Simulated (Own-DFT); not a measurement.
# Strain and stress in C40 NbSi2, 36 atoms (Nb12Si24)

Calculated results; nothing here was measured. They come from Own-DFT, an in-house plane-wave density functional program, since retired, whose code no person has reviewed. Each row is one single-point run on a periodic cell that was not relaxed, without spin or spin-orbit coupling.

Settings of every run: PBEsol; PseudoDojo norm-conserving scalar-relativistic files, made for PBE; cutoff 42 hartree; 4 x 4 x 5 k mesh centred on Gamma; cold (Marzari-Vanderbilt) smearing of 0.2 eV.

Known limits: forces on such cells failed a check on a denser k mesh; stress not checked against mesh or cutoff.

Unstrained cell vectors in Å: (0.000, 8.324, 0.000); (-9.613, 0.000, 0.000); (0.000, 0.000, 6.586). The unstrained cell was taken from the Materials Project. The random moves and any unrelaxed bonds add to the pressure at no strain. Each run strains this cell uniformly, with the atoms carried along. Every atom was also moved at random, by a Gaussian of width 0.05 Å on each axis. Strain is the symmetric tensor, in per cent. Stress is positive in tension, and the pressure is minus a third of its trace.

```
run  e_xx (%)  e_yy (%)  e_zz (%)  e_yz (%)  e_xz (%)  e_xy (%)  s_xx (GPa)  s_yy (GPa)  s_zz (GPa)  s_yz (GPa)  s_xz (GPa)  s_xy (GPa)  P (GPa)  E (meV/atom)
  1     -1.41     -0.11     -0.96      1.79      0.10      1.98       -5.28       -1.48       -7.36        6.30       -0.26        6.66     4.71          36.4
  2      1.78      0.94      0.47     -1.48     -1.11     -0.22        8.02        5.97        4.17       -4.00       -3.17       -0.69    -6.05          17.1
  3     -0.69      1.93      1.09     -0.32     -1.62      0.39        1.20        8.31        5.13       -1.05       -5.02        0.80    -4.88          15.8
  4      0.53      0.01      0.26     -1.31      1.58     -1.23        3.03        2.15        0.93       -4.19        5.12       -3.29    -2.04          15.1
  5     -1.96     -0.50     -0.66     -0.79     -1.44     -0.26       -7.07       -2.71       -5.16       -2.65       -4.53       -0.85     4.98          10.1
  6     -1.25      0.81     -1.22      1.73     -0.53      1.07       -3.38        2.88       -6.33        5.79       -2.09        2.88     2.28           2.2
  7     -1.89     -0.81      0.92      0.23     -0.04      1.83       -6.01       -1.81        2.20        1.03       -0.09        6.08     1.87           4.3
  8      0.06     -0.21      1.12      0.18      0.06      0.59        2.04        1.95        5.20        0.43        0.10        1.50    -3.06           0.0
  9      0.70     -1.49     -1.64      0.02     -1.15      0.45        2.06       -5.09       -9.15        0.74       -4.10        1.62     4.06          11.3
 10      0.56     -1.65     -1.91     -1.42     -0.04      1.73        1.08       -6.25      -10.55       -4.78        0.80        5.23     5.24          15.2
 11      1.32     -1.23     -0.27     -1.00     -1.93     -1.56        4.26       -2.85       -1.60       -3.47       -5.92       -4.53     0.06          28.0
 12      0.96     -0.02      0.58      1.86      0.51     -1.70        5.09        1.92        2.73        4.93        1.53       -4.29    -3.25          16.7
 13     -1.93      1.47     -1.72      1.47      0.31      0.46       -6.19        4.01       -9.06        5.72        0.75        1.40     3.74          16.9
 14     -0.79     -1.13      1.95     -1.87      0.31     -1.98       -1.65       -1.95        5.91       -5.52        0.63       -6.08    -0.77          31.2
 15     -1.38      0.44     -0.55     -1.24      1.44      0.92       -4.69        1.79       -3.80       -3.39        5.38        2.92     2.23          19.6
 16      0.46      1.36     -0.05      1.53      1.24     -1.54           ?           ?           ?           ?           ?           ?        ?             ?
```

E is the free energy for each atom above the lowest run shown.

## Worked fit

Each stress component was fitted by least squares to a constant and the strains of the runs shown, as fractions, with shears doubled. Shear strains stay in the fit of a normal stress only where such slopes are resolved. The slopes, in GPa:

```
stress,at no strain,per e_xx,per e_yy,per e_zz,scatter
s_xx,1.0,369 ± 10,74 ± 12,59 ± 10,0.45
s_yy,1.2,59 ± 9,365 ± 10,85 ± 9,0.39
s_zz,-0.6,83 ± 13,85 ± 16,466 ± 14,0.60
```

Each shear stress against twice its own strain: yz 153 ± 7, xz 163 ± 5, xy 150 ± 5 GPa. These are stiffnesses along x, y and z of the frame in which the cell vectors are given, which need not be the crystal's axes. The atoms are held to the strained lattice; where symmetry lets them move under strain, relaxing them would lower some slopes. The table should be nearly symmetric about its diagonal, and what it lacks of that shows the noise. A ninth of its sum, 183 ± 5 GPa, estimates the bulk modulus near the mean pressure of these runs, 0.6 GPa.

## Withheld run

Question: what normal stresses and pressure should run 16 give?

The fit gives s_xx = 3.7, s_yy = 6.4, s_zz = 0.7 and P = -3.6 GPa. The calculation gave 3.75, 6.11, 0.33 and P = -3.40 GPa.
